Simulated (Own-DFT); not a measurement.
# What a defect does to the pressure of its cell: C11b WSi2

Calculated, not measured: single-point runs of Own-DFT, a retired in-house plane-wave DFT program that no person has reviewed, on unrelaxed cells, without spin or spin-orbit coupling.

Method: PBE; PseudoDojo norm-conserving scalar-relativistic files; cutoff 50 hartree; 5 x 5 x 5 k mesh centred on Gamma; cold (Marzari-Vanderbilt) smearing of 0.2 eV.

Keep in mind: forces on such cells failed a check on a denser k mesh; stress not checked against mesh or cutoff.

All runs share one cell, with vectors in Å (-2.148, -5.953, 3.409); (-6.444, 2.976, 1.136); (-2.553, -2.948, -6.757) and a volume of 403.2 Å³. Atoms were moved at random from their sites; u is the rms move along one axis. The defect's site can differ from row to row.

| cell | formula | u (Å) | P (GPa) |
|---|---|---|---|
| no defect | Si20W10 | 0.0193 | 4.42 |
| no defect | Si20W10 | 0.0483 | 5.75 |
| no defect | Si20W10 | 0.0531 | 6.16 |
| one Si on a W site | Si21W9 | 0.0269 | 6.11 |
| one Si on a W site | Si21W9 | 0.0318 | 6.14 |
| one Si on a W site | Si21W9 | 0.0483 | 6.91 |
| one W vacancy | Si20W9 | 0.0282 | 3.33 |
| one W vacancy | Si20W9 | 0.0330 | 3.80 |
| one W vacancy | Si20W9 | 0.0523 | ? |
| one W vacancy | Si20W9 | 0.0559 | 4.56 |
| one W on a Si site | Si19W11 | 0.0273 | 9.85 |
| one W on a Si site | Si19W11 | 0.0295 | 10.19 |
| one W on a Si site | Si19W11 | 0.0531 | 11.05 |
| one Si vacancy | Si19W10 | 0.0273 | 3.56 |
| one Si vacancy | Si19W10 | 0.0279 | 3.48 |
| one Si vacancy | Si19W10 | 0.0467 | 4.29 |

## Analysis

P = P0 + c u² + a shift for each defect gives P0 = 4.41 GPa, c = 561 ± 44 GPa/Å² and a scatter of 0.15 GPa. The shifts, and each times the cell's volume:

- one W on a Si site: 5.12 ± 0.13 GPa, 12.9 eV
- one Si on a W site: 1.21 ± 0.13 GPa, 3.1 eV
- one Si vacancy: -1.33 ± 0.13 GPa, -3.3 eV
- one W vacancy: -1.45 ± 0.12 GPa, -3.7 eV

Against the defect-free cell, a freed cell would be larger where the shift is positive and smaller where it is negative (160.2 GPa Å³ is 1 eV). The atoms around the defects weren't relaxed, which would change these numbers.

## Check

Q: what pressure belongs in the blank (one W vacancy, u = 0.0523 Å)?

Estimate: 4.49 ± 0.18 GPa. The calculation gave 4.51 GPa.
